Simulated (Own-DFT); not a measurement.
# Shaking the atoms of hexagonal WC, 64 atoms (C32W32)

Calculated results; nothing here was measured. The program, named Own-DFT, is a retired in-house plane-wave density functional code that no person has reviewed. Each row is one single-point run on a periodic cell that was not relaxed, without spin or spin-orbit coupling.

Settings of every run: PBE; PseudoDojo norm-conserving scalar-relativistic files; cutoff 50 hartree; 4 x 4 x 4 k mesh centred on Gamma; cold (Marzari-Vanderbilt) smearing of 0.2 eV.

Known limits: forces on such cells moved up to 12 meV/angstrom on a denser k mesh; stress not checked against mesh or cutoff.

Cell vectors in Å: (5.833, -5.052, -2.839); (0.000, -5.052, 8.518); (-5.833, -5.052, -2.839). In each run every atom was moved at random and independently from its ideal site; u is the rms move along one axis. E is the free energy for each atom above the fitted value at u = 0, and F the rms of the force components.

```
run   u (Å)  E (meV/atom)  F (eV/Å)  largest force (eV/Å)  P (GPa)
  1  0.0204          15.4     0.575                  2.27     3.37
  2  0.0217          17.6     0.611                  2.41     3.43
  3  0.0514          94.2     1.394                  4.85     6.65
  4  0.0519          94.6     1.379                  5.90     6.44
  5  0.0525             ?         ?                     ?        ?
  6  0.0972         334.1     2.576                  8.86    16.42
  7  0.0973         377.1     2.995                 11.64    17.77
  8  0.1000         361.8     2.748                 12.75    16.99
  9  0.1517         807.5     4.187                 14.15    35.82
```

## Worked fit

For small independent moves the energy grows as E = (3/2) K u², with K the mean stiffness felt by one atom. The runs with u up to 0.11 Å give K = 24.4 ± 0.6 eV/Å², with residuals divided by u² + 0.0006 Å², since the noise grows with the moves. The scatter is 5.0 meV/atom at u = 0.05 Å. The forces follow F = G u with G = 27.9 eV/Å²; no force at u = 0 is resolved. G exceeds K because the moves of its neighbours add to the force on an atom, and stiffness differs between atoms. At u = 0.152 Å the parabola gives 842 meV/atom and the run 808. The pressure follows P = 2.68 + 1489 u² GPa: at fixed volume, shortened bonds push harder than stretched ones pull.

## Withheld run

Question: what energy and rms force should run 5 give?

The fit gives 101 ± 6 meV/atom and about 1.46 eV/Å. The calculation gave 106.5 meV/atom and 1.510 eV/Å.
